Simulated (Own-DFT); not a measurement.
# Computed records: Hf36O71 (tetragonal hafnia with one neutral oxygen vacancy, atoms displaced)

Computed with Own-DFT development build. A calculation, not a measurement: plane-wave PBE and HSE06 DFT by an unreviewed code, no spin, of a simulated cell at Gamma alone, so results move with cell size and shape, stress positive in tension, energies less offsets, not probed for a lower state with spin; hafnium file: forces about 75 meV/angstrom off all-electron values; oxygen file: force components 24 meV/angstrom off all-electron in a glass; k mesh not checked against a denser one; forces and stress are PBE's, HSE06 gives the energy alone, and its difference from PBE has offsets of its own; offsets are fitted by least squares, one for each functional and potential file, so energies compare only between cells with the same atoms and settings and are not formation energies; the far tail of each file's local potential was reset to the Coulomb form; each entry is a single point on an unrelaxed cell, so the pressure reflects the starting lattice, taken from the Materials Project, from which strain is counted, and rises with the displacements; printed positions are rounded, which can move forces by about a meV/angstrom; the program is a retired in-house code; no spin-orbit coupling.

Settings shared by all entries: first functional PBE; second functional HSE06; exact exchange share 0.25; screening 0.11 1/bohr; exchange divergence Gygi-Baldereschi; potential files PseudoDojo norm-conserving, scalar-relativistic, made for PBE, standard set; wave cutoff 48 hartree; occupations fixed; k mesh 1 x 1 x 1 centred on Gamma.

(1) 
```cif
# cell vector a (Å): 10.7800 0.0000 0.0000
# cell vector b (Å): 0.0000 10.7800 0.0000
# cell vector c (Å): 0.0000 0.0000 10.4493
data_Hf36O71
_symmetry_space_group_name_H-M 'P 1'
_symmetry_Int_Tables_number 1
_cell_length_a 10.7800
_cell_length_b 10.7800
_cell_length_c 10.4493
_cell_angle_alpha 90.000
_cell_angle_beta 90.000
_cell_angle_gamma 90.000
_cell_volume 1214.30
loop_
_atom_site_label
_atom_site_type_symbol
_atom_site_fract_x
_atom_site_fract_y
_atom_site_fract_z
_atom_site_occupancy
Hf1 Hf 0.00941 0.97942 0.99428 1
Hf2 Hf 0.15468 0.15736 0.24496 1
O1 O 0.00064 0.15965 0.14742 1
O2 O 0.16068 0.00526 0.34865 1
O3 O 0.99311 0.17037 0.40096 1
O4 O 0.17297 0.00007 0.10856 1
Hf3 Hf 0.00432 0.00441 0.49574 1
Hf4 Hf 0.16327 0.15986 0.74768 1
O5 O 0.99652 0.16890 0.65118 1
O6 O 0.17819 0.99802 0.84422 1
O7 O 0.99994 0.17494 0.92078 1
O8 O 0.17574 0.00228 0.61120 1
Hf5 Hf 0.00645 0.34032 0.00586 1
Hf6 Hf 0.16178 0.50168 0.25433 1
O9 O 0.01081 0.49589 0.16046 1
O10 O 0.16873 0.33701 0.34428 1
O11 O 0.00405 0.50184 0.41242 1
O12 O 0.17302 0.34207 0.09170 1
Hf7 Hf 0.99984 0.32955 0.50942 1
Hf8 Hf 0.16903 0.51198 0.73557 1
O13 O 0.99738 0.50213 0.65530 1
O14 O 0.16449 0.33392 0.85523 1
O15 O 0.99004 0.50402 0.88762 1
O16 O 0.17713 0.32457 0.61038 1
Hf9 Hf 0.98120 0.67293 0.00702 1
Hf10 Hf 0.17267 0.83711 0.24742 1
O17 O 0.99198 0.83424 0.15589 1
O18 O 0.17633 0.67408 0.33932 1
O19 O 0.00935 0.83597 0.40259 1
O20 O 0.17292 0.66608 0.10405 1
Hf11 Hf 0.00667 0.67198 0.49095 1
Hf12 Hf 0.16592 0.85236 0.74555 1
O21 O 0.98668 0.83606 0.65034 1
O22 O 0.16725 0.67068 0.82691 1
O23 O 0.99718 0.82582 0.89284 1
O24 O 0.16103 0.66728 0.59763 1
Hf13 Hf 0.33287 0.98646 0.99611 1
Hf14 Hf 0.50243 0.17103 0.26158 1
O25 O 0.33821 0.16929 0.15457 1
O26 O 0.49771 0.99412 0.35043 1
O27 O 0.34507 0.15353 0.38378 1
O28 O 0.49763 0.00445 0.09529 1
Hf15 Hf 0.33006 0.00212 0.49987 1
Hf16 Hf 0.50329 0.16751 0.75697 1
O29 O 0.32442 0.16795 0.65031 1
O30 O 0.49902 0.00240 0.84088 1
O31 O 0.34613 0.16506 0.90679 1
O32 O 0.49487 0.98417 0.60563 1
Hf17 Hf 0.32601 0.33091 0.99857 1
Hf18 Hf 0.49983 0.50352 0.24599 1
O33 O 0.34349 0.49063 0.14835 1
O34 O 0.50282 0.33302 0.34155 1
O35 O 0.33412 0.49932 0.40804 1
O36 O 0.50569 0.33891 0.09211 1
Hf19 Hf 0.33314 0.33147 0.48705 1
Hf20 Hf 0.50148 0.51217 0.75040 1
O37 O 0.32392 0.49479 0.63747 1
O38 O 0.49558 0.33173 0.85752 1
O39 O 0.49515 0.32486 0.58794 1
Hf21 Hf 0.32978 0.67574 0.01710 1
Hf22 Hf 0.51474 0.81468 0.24388 1
O40 O 0.33979 0.83503 0.15207 1
O41 O 0.50542 0.65015 0.34440 1
O42 O 0.33434 0.83949 0.40781 1
O43 O 0.50076 0.66233 0.09441 1
Hf23 Hf 0.33084 0.65631 0.48820 1
Hf24 Hf 0.51247 0.83144 0.74889 1
O44 O 0.32526 0.83848 0.66062 1
O45 O 0.49394 0.67504 0.84983 1
O46 O 0.33935 0.83093 0.90658 1
O47 O 0.50212 0.65746 0.58490 1
Hf25 Hf 0.66959 0.00548 0.00573 1
Hf26 Hf 0.84519 0.17513 0.24974 1
O48 O 0.67986 0.17018 0.15241 1
O49 O 0.82808 0.00372 0.34079 1
O50 O 0.66677 0.15499 0.40666 1
O51 O 0.82897 0.99413 0.09879 1
Hf27 Hf 0.65422 0.99640 0.50080 1
Hf28 Hf 0.82686 0.17354 0.74971 1
O52 O 0.66468 0.18189 0.65909 1
O53 O 0.83270 0.98436 0.85848 1
O54 O 0.66275 0.17447 0.90174 1
O55 O 0.82886 0.00199 0.59238 1
Hf29 Hf 0.66888 0.32851 0.00024 1
Hf30 Hf 0.82805 0.49440 0.26000 1
O56 O 0.66236 0.49450 0.14904 1
O57 O 0.82704 0.32933 0.34275 1
O58 O 0.66165 0.50497 0.41431 1
O59 O 0.83731 0.34398 0.09671 1
Hf31 Hf 0.66814 0.33804 0.49785 1
Hf32 Hf 0.83820 0.50235 0.75367 1
O60 O 0.66929 0.49840 0.64979 1
O61 O 0.84090 0.33333 0.85071 1
O62 O 0.67002 0.50472 0.89906 1
O63 O 0.82610 0.32612 0.58721 1
Hf33 Hf 0.66800 0.66222 0.99375 1
Hf34 Hf 0.83283 0.83281 0.24422 1
O64 O 0.67304 0.83679 0.15332 1
O65 O 0.81963 0.68364 0.35557 1
O66 O 0.65967 0.83651 0.40376 1
O67 O 0.84081 0.66238 0.10450 1
Hf35 Hf 0.65798 0.66499 0.49225 1
Hf36 Hf 0.82283 0.82120 0.74725 1
O68 O 0.66353 0.84224 0.65410 1
O69 O 0.82695 0.68124 0.84546 1
O70 O 0.66705 0.82929 0.89791 1
O71 O 0.83900 0.66831 0.60107 1
_calc_PBE_energy_of_cell_above_offsets '-88.407'  # eV
_calc_HSE06_less_PBE_above_offsets '0.533'  # eV
_calc_PBE_pressure 5.41  # GPa
_calc_PBE_stress_xx -4.33  # GPa
_calc_PBE_stress_yy -6.06  # GPa
_calc_PBE_stress_zz -5.85  # GPa
_calc_PBE_stress_yz -0.5  # GPa
_calc_PBE_stress_xz 1.48  # GPa
_calc_PBE_stress_xy 0.1  # GPa
```

Force:
| element | x (eV/Å) | y (eV/Å) | z (eV/Å) |
| --- | --- | --- | --- |
| Hf | -3.019 | 3.358 | 0.607 |
| Hf | 3.844 | 2 | -0.425 |
| O | -0.078 | 0.558 | 0.493 |
| O | -0.263 | -0.834 | 1.069 |
| O | 0.74 | 0.448 | -0.141 |
| O | -1.014 | -1.019 | -1.191 |
| Hf | -2.418 | -1.391 | 1.648 |
| Hf | 1.141 | 3.682 | 0.621 |
| O | 0.14 | -0.027 | 0.026 |
| O | -1.093 | 1.66 | 3.532 |
| O | 0.29 | -2.924 | -1.424 |
| O | -2.956 | 0.251 | -1.823 |
| Hf | 0.298 | 0.253 | -2.406 |
| Hf | 2.622 | -0.682 | -0.704 |
| O | -3.072 | 0.549 | -0.57 |
| O | -0.232 | -1.325 | 0.595 |
| O | -0.448 | -0.57 | -1.438 |
| O | -2.139 | -0.212 | 2.249 |
| Hf | 1.557 | 0.602 | 0.94 |
| Hf | -0.434 | -1.17 | 2.415 |
| O | -0.202 | -1.275 | -1.345 |
| O | 0.461 | 0.16 | -0.792 |
| O | -0.194 | 1.199 | 2.932 |
| O | -2.416 | 0.336 | -2.333 |
| Hf | 5.321 | -1.724 | -3.463 |
| Hf | 0.085 | 0.606 | 0.75 |
| O | 2.903 | -0.174 | -1.845 |
| O | -0.19 | -1.205 | 1.148 |
| O | 0.209 | 0.36 | -0.81 |
| O | -2.63 | 0.625 | -0.07 |
| Hf | -1.629 | 0.82 | 2.892 |
| Hf | -0.856 | -5.563 | -1.777 |
| O | 2.302 | 0.843 | -0.355 |
| O | 0.576 | 0.818 | 1.775 |
| O | 1.024 | 0.127 | 1.447 |
| O | 0.877 | -0.24 | -2.197 |
| Hf | 2.343 | 3.737 | 0.956 |
| Hf | -0.256 | -2.77 | -2.671 |
| O | -1.508 | 0.583 | 0.028 |
| O | 0.788 | -0.477 | -0.649 |
| O | -1.093 | 1.911 | 2.347 |
| O | 1.065 | -0.748 | -0.305 |
| Hf | 2.373 | -0.171 | 0.594 |
| Hf | -2.266 | 1.182 | -0.338 |
| O | 1.79 | -0.694 | -0.069 |
| O | 0.595 | -1.42 | 0.889 |
| O | -1.076 | -1.027 | -0.275 |
| O | -0.114 | 1.326 | -1.144 |
| Hf | 2.856 | 0.049 | -1.112 |
| Hf | -0.181 | -4.563 | -2.417 |
| O | -1.863 | 1.22 | 0.743 |
| O | 0.059 | 1.849 | 1.094 |
| O | -0.054 | -0.862 | -2.627 |
| O | -0.021 | -0.698 | 0.409 |
| Hf | 0.017 | -1.925 | 2.142 |
| Hf | -1.135 | -1.912 | 0.22 |
| O | 2.515 | 1.044 | 0.667 |
| O | 0.494 | 1.813 | -2.016 |
| O | 0.377 | 0.563 | -0.087 |
| Hf | 0.492 | -1.877 | -3.565 |
| Hf | -1.369 | 3.662 | 1.471 |
| O | -0.023 | -0.534 | 0.606 |
| O | -0.446 | 3.893 | 1.07 |
| O | -0.627 | -1.916 | -0.842 |
| O | 1.151 | 0.814 | 1.085 |
| Hf | -0.869 | 3.048 | 2.991 |
| Hf | -3.45 | 2.389 | 0.603 |
| O | 1.82 | -0.867 | -0.448 |
| O | 0.777 | -2.206 | -0.354 |
| O | -0.708 | -0.649 | -0.03 |
| O | -1.848 | 0.405 | 1.673 |
| Hf | -0.326 | 0.076 | -0.731 |
| Hf | -2.153 | -3.559 | -0.964 |
| O | -0.745 | 0.123 | -0.259 |
| O | 1.266 | -0.896 | -0.091 |
| O | -0.524 | 2.676 | -0.084 |
| O | 1.952 | -0.181 | -0.502 |
| Hf | 0.858 | 0.212 | -0.05 |
| Hf | 0.422 | -1.854 | 0.575 |
| O | 0.017 | -0.655 | -0.269 |
| O | 0.238 | 2.251 | -1.007 |
| O | 0.685 | -2.142 | -0.451 |
| O | 0.298 | 0.817 | -0.368 |
| Hf | -1.316 | 1.14 | 0.962 |
| Hf | -0.021 | 1.014 | -1.585 |
| O | 2.011 | 1.226 | 1.185 |
| O | -0.204 | 2.374 | 1.428 |
| O | 1.341 | -1.907 | -2.791 |
| O | 0.288 | 0.348 | 1.034 |
| Hf | -2.563 | -2.266 | 0.809 |
| Hf | -0.014 | 0.33 | -0.397 |
| O | -0.288 | -0.164 | 0.693 |
| O | -0.869 | 0.096 | -1.041 |
| O | -0.04 | -0.334 | -0.269 |
| O | 2.34 | 0.272 | 1.156 |
| Hf | -0.698 | 0.617 | -0.018 |
| Hf | -0.567 | 2.937 | 2.383 |
| O | -1.102 | -1.046 | -1.206 |
| O | 0.91 | -2.908 | -0.903 |
| O | -0.765 | -1.368 | -0.793 |
| O | -3.815 | -0.477 | 1.211 |
| Hf | 3.31 | 1.894 | 1.872 |
| Hf | 1.622 | 5.095 | -2.622 |
| O | 0.811 | -1.125 | -1.498 |
| O | 0.249 | -5.449 | 3.534 |
| O | -1.096 | 0.165 | 1.044 |
| O | -1.224 | -0.426 | -0.664 |

(2) 
```cif
# cell vector a (Å): 10.7800 0.0000 0.0000
# cell vector b (Å): 0.0000 10.7800 0.0000
# cell vector c (Å): 0.0000 0.0000 10.4493
data_Hf36O71
_symmetry_space_group_name_H-M 'P 1'
_symmetry_Int_Tables_number 1
_cell_length_a 10.7800
_cell_length_b 10.7800
_cell_length_c 10.4493
_cell_angle_alpha 90.000
_cell_angle_beta 90.000
_cell_angle_gamma 90.000
_cell_volume 1214.30
loop_
_atom_site_label
_atom_site_type_symbol
_atom_site_fract_x
_atom_site_fract_y
_atom_site_fract_z
_atom_site_occupancy
Hf1 Hf 0.00419 0.00177 0.00094 1
Hf2 Hf 0.16350 0.16929 0.24769 1
O1 O 0.00091 0.16545 0.15484 1
O2 O 0.17283 0.99898 0.34943 1
O3 O 0.00321 0.16399 0.40352 1
O4 O 0.16610 0.99981 0.09825 1
Hf3 Hf 0.99936 0.00068 0.49704 1
Hf4 Hf 0.16799 0.16658 0.74445 1
O5 O 0.99968 0.16560 0.65207 1
O6 O 0.17089 0.99950 0.84925 1
O7 O 0.00293 0.17401 0.90250 1
O8 O 0.16249 0.00136 0.59736 1
Hf5 Hf 0.99704 0.33404 0.99955 1
Hf6 Hf 0.17089 0.50097 0.24503 1
O9 O 0.00208 0.49897 0.14990 1
O10 O 0.17197 0.33353 0.34790 1
O11 O 0.00396 0.50252 0.39610 1
O12 O 0.16800 0.33366 0.09734 1
Hf7 Hf 0.00130 0.33580 0.49614 1
Hf8 Hf 0.16996 0.49134 0.74909 1
O13 O 0.99878 0.49735 0.65303 1
O14 O 0.16575 0.33331 0.84655 1
O15 O 0.99933 0.50194 0.90374 1
O16 O 0.17091 0.33631 0.59960 1
Hf9 Hf 0.99649 0.66448 0.99668 1
Hf10 Hf 0.16257 0.83564 0.25264 1
O17 O 0.00244 0.83712 0.15280 1
O18 O 0.16416 0.66536 0.35051 1
O19 O 0.99635 0.83349 0.40424 1
O20 O 0.17034 0.67001 0.09664 1
Hf11 Hf 0.00311 0.66795 0.49821 1
Hf12 Hf 0.16291 0.83591 0.75419 1
O21 O 0.00135 0.83199 0.66303 1
O22 O 0.17001 0.66813 0.84599 1
O23 O 0.99530 0.83308 0.90689 1
O24 O 0.16954 0.66716 0.60173 1
Hf13 Hf 0.33209 0.99514 0.00022 1
Hf14 Hf 0.49858 0.16587 0.24848 1
O25 O 0.33265 0.16715 0.15666 1
O26 O 0.49665 0.99898 0.34678 1
O27 O 0.32965 0.16689 0.40393 1
O28 O 0.50112 0.00313 0.09943 1
Hf15 Hf 0.33084 0.99922 0.49399 1
Hf16 Hf 0.49893 0.16895 0.75060 1
O29 O 0.33557 0.16553 0.65124 1
O30 O 0.49660 0.99897 0.84607 1
O31 O 0.33672 0.16690 0.90720 1
O32 O 0.49756 0.99849 0.59669 1
Hf17 Hf 0.32975 0.32980 0.99855 1
Hf18 Hf 0.49708 0.49848 0.25279 1
O33 O 0.32703 0.49813 0.15775 1
O34 O 0.50080 0.32918 0.34793 1
O35 O 0.33130 0.50186 0.39993 1
O36 O 0.50168 0.33233 0.09810 1
Hf19 Hf 0.33019 0.33230 0.49818 1
Hf20 Hf 0.50083 0.50180 0.74966 1
O37 O 0.33184 0.50171 0.65543 1
O38 O 0.49576 0.33139 0.84339 1
O39 O 0.32896 0.50120 0.90101 1
O40 O 0.49869 0.33738 0.59382 1
Hf21 Hf 0.33096 0.66724 0.99877 1
Hf22 Hf 0.49779 0.83534 0.25372 1
O41 O 0.33719 0.83195 0.15168 1
O42 O 0.49810 0.66698 0.34762 1
O43 O 0.32974 0.83315 0.40664 1
O44 O 0.49951 0.66842 0.09689 1
Hf23 Hf 0.33274 0.66679 0.50237 1
Hf24 Hf 0.49775 0.83188 0.74416 1
O45 O 0.33070 0.83521 0.65478 1
O46 O 0.49880 0.65877 0.84922 1
O47 O 0.33055 0.83590 0.90205 1
O48 O 0.50243 0.66840 0.59846 1
Hf25 Hf 0.66340 0.00121 0.00015 1
Hf26 Hf 0.82936 0.16766 0.24357 1
O49 O 0.66853 0.17273 0.15407 1
O50 O 0.83227 0.00050 0.34721 1
O51 O 0.66416 0.16825 0.40520 1
O52 O 0.83447 0.99768 0.09358 1
Hf27 Hf 0.66259 0.00164 0.50406 1
Hf28 Hf 0.83284 0.16422 0.75435 1
O53 O 0.66853 0.16662 0.65187 1
O54 O 0.83356 0.99423 0.84527 1
O55 O 0.67094 0.16562 0.90190 1
O56 O 0.83551 0.00025 0.59391 1
Hf29 Hf 0.66724 0.33452 0.99899 1
Hf30 Hf 0.83065 0.50218 0.24917 1
O57 O 0.66847 0.49467 0.15542 1
O58 O 0.83666 0.33314 0.35300 1
O59 O 0.66379 0.49801 0.40486 1
O60 O 0.83436 0.33138 0.09860 1
Hf31 Hf 0.66891 0.33480 0.50455 1
Hf32 Hf 0.83703 0.50083 0.75016 1
O61 O 0.66335 0.49827 0.65045 1
O62 O 0.83247 0.33471 0.84835 1
O63 O 0.66865 0.50333 0.90278 1
O64 O 0.83197 0.33726 0.59880 1
Hf33 Hf 0.66558 0.66568 0.00099 1
Hf34 Hf 0.83358 0.82905 0.25456 1
O65 O 0.82637 0.66697 0.35055 1
O66 O 0.66764 0.83192 0.40941 1
O67 O 0.83425 0.66573 0.09559 1
Hf35 Hf 0.66122 0.66743 0.49904 1
Hf36 Hf 0.83487 0.83633 0.74892 1
O68 O 0.66635 0.83144 0.65800 1
O69 O 0.83217 0.66724 0.85135 1
O70 O 0.67127 0.83316 0.89812 1
O71 O 0.83257 0.66692 0.60143 1
_calc_PBE_energy_of_cell_above_offsets '-100.916'  # eV
_calc_HSE06_less_PBE_above_offsets '-0.168'  # eV
_calc_PBE_pressure 1.3  # GPa
_calc_PBE_stress_xx -1.19  # GPa
_calc_PBE_stress_yy -0.59  # GPa
_calc_PBE_stress_zz -2.13  # GPa
_calc_PBE_stress_yz -0.62  # GPa
_calc_PBE_stress_xz 0.31  # GPa
_calc_PBE_stress_xy -0.01  # GPa
```

Force:
| element | x (eV/Å) | y (eV/Å) | z (eV/Å) |
| --- | --- | --- | --- |
| Hf | -0.778 | -0.387 | -0.232 |
| Hf | 0.742 | -0.168 | 0.84 |
| O | -0.496 | 0.045 | -0.599 |
| O | -0.461 | 0.222 | -0.445 |
| O | 0.327 | 0.707 | -0.191 |
| O | 0.384 | 0.068 | 0.213 |
| Hf | -0.278 | 0.505 | 0.498 |
| Hf | -0.339 | -0.413 | 0.308 |
| O | 0.016 | 0.348 | 0.27 |
| O | -0.47 | 0.996 | 0.15 |
| O | -0.272 | -1.531 | -0.055 |
| O | 0.599 | 0.107 | 0.025 |
| Hf | 0.405 | 0.788 | 0.267 |
| Hf | -1.91 | 0.22 | 1.271 |
| O | -0.562 | 0.125 | 0.067 |
| O | -0.495 | 0.041 | -0.062 |
| O | -0.404 | -0.201 | 0.887 |
| O | -0.637 | -0.367 | -0.064 |
| Hf | -0.783 | 0.057 | 0.176 |
| Hf | -0.297 | 2.011 | 0.21 |
| O | 0.738 | -0.07 | -0.369 |
| O | 0.284 | -0.851 | 0.286 |
| O | -0.047 | -0.737 | -0.516 |
| O | -0.898 | -0.285 | -0.033 |
| Hf | 0.813 | 0.48 | 0.233 |
| Hf | 0.897 | -0.819 | -0.466 |
| O | -0.616 | -0.183 | 0.553 |
| O | 0.047 | 0.757 | -0.331 |
| O | 0.316 | -0.183 | -0.207 |
| O | -0.901 | -0.167 | 0.239 |
| Hf | -0.007 | -0.802 | 0.987 |
| Hf | 0.956 | -1.023 | -0.142 |
| O | -0.133 | 0.007 | -1.385 |
| O | -0.346 | -0.367 | 0.151 |
| O | 0.576 | 0.44 | -0.033 |
| O | -0.775 | -0.024 | -0.846 |
| Hf | 0.356 | 0.409 | 0.033 |
| Hf | 0.252 | 0.442 | 0.444 |
| O | -0.202 | 0.048 | -0.343 |
| O | 0.016 | 0.227 | 0.333 |
| O | 0.232 | -0.091 | -0.111 |
| O | 0.05 | -0.282 | -0.087 |
| Hf | -0.271 | 0.296 | 1.082 |
| Hf | 0.139 | -0.676 | -0.36 |
| O | -0.383 | 0.147 | 0.224 |
| O | 0.303 | 0.155 | 0.081 |
| O | -0.268 | -0.412 | -0.412 |
| O | 0.095 | -0.145 | -0.022 |
| Hf | 0.764 | 0.694 | 0.184 |
| Hf | 0.296 | -0.397 | 0.079 |
| O | 2.436 | 0.058 | -1.279 |
| O | -0.461 | 0.703 | -0.465 |
| O | 0.377 | -0.168 | 0.501 |
| O | -0.632 | 0.195 | -0.487 |
| Hf | 1.128 | 0.241 | -0.322 |
| Hf | -0.093 | -0.729 | -0.294 |
| O | 0.718 | 0.074 | -0.611 |
| O | 0.417 | 0.614 | 0.543 |
| O | -0.005 | -0.833 | 0.649 |
| O | -0.231 | -0.402 | 0.238 |
| Hf | 0.102 | 0.186 | -0.462 |
| Hf | 0.702 | -0.673 | -0.759 |
| O | -0.768 | 0.531 | 0.391 |
| O | 0.121 | 0.063 | 0.109 |
| O | 0.257 | -0.511 | -0.443 |
| O | 0.232 | -0.177 | 0.248 |
| Hf | -0.47 | -0.168 | 0.119 |
| Hf | 0.109 | 0.017 | 1.045 |
| O | 0.082 | -0.087 | -0.301 |
| O | -0.047 | 1.759 | -0.118 |
| O | 0.385 | -0.764 | 0.17 |
| O | -1.12 | 0.088 | 0.204 |
| Hf | 0.644 | -1.07 | -0.4 |
| Hf | 0.579 | -0.278 | 1.599 |
| O | -0.761 | -0.346 | -0.643 |
| O | 0.015 | -0.098 | -0.64 |
| O | 0.085 | -0.57 | -0.189 |
| O | -0.546 | 0.203 | 0.117 |
| Hf | 0.819 | 0.304 | -0.457 |
| Hf | 0.18 | 0.16 | -0.564 |
| O | -0.335 | -0.16 | 0.45 |
| O | 0.281 | 1.953 | 0.225 |
| O | -0.165 | 0.352 | 0.097 |
| O | -0.488 | -0.202 | 0.425 |
| Hf | -0.052 | 0.246 | 0.123 |
| Hf | 0.873 | -0.496 | 0.538 |
| O | -0.603 | 0.224 | -0.321 |
| O | 0.076 | 0.061 | -0.802 |
| O | -0.033 | 0.401 | -0.508 |
| O | -0.167 | -0.008 | -0.039 |
| Hf | -0.455 | -0.135 | -0.394 |
| Hf | -0.895 | 0.589 | -0.334 |
| O | 0.644 | 0.121 | 0.549 |
| O | 0.062 | -0.261 | 0.161 |
| O | -0.216 | -1.131 | 0.166 |
| O | 0.925 | -0.202 | 0.085 |
| Hf | 0.016 | 0.814 | -0.548 |
| Hf | -0.525 | 1.141 | -0.695 |
| O | 0.437 | -0.433 | -0.367 |
| O | -0.273 | 0.788 | -0.735 |
| O | -0.489 | 0.307 | 0.984 |
| Hf | 1.493 | -0.687 | 0.529 |
| Hf | -0.643 | -1.511 | 0.363 |
| O | -0.191 | 0.383 | -0.74 |
| O | 0.422 | -0.194 | -0.37 |
| O | -0.76 | 0.055 | 1.646 |
| O | 0.237 | -0.108 | -0.765 |
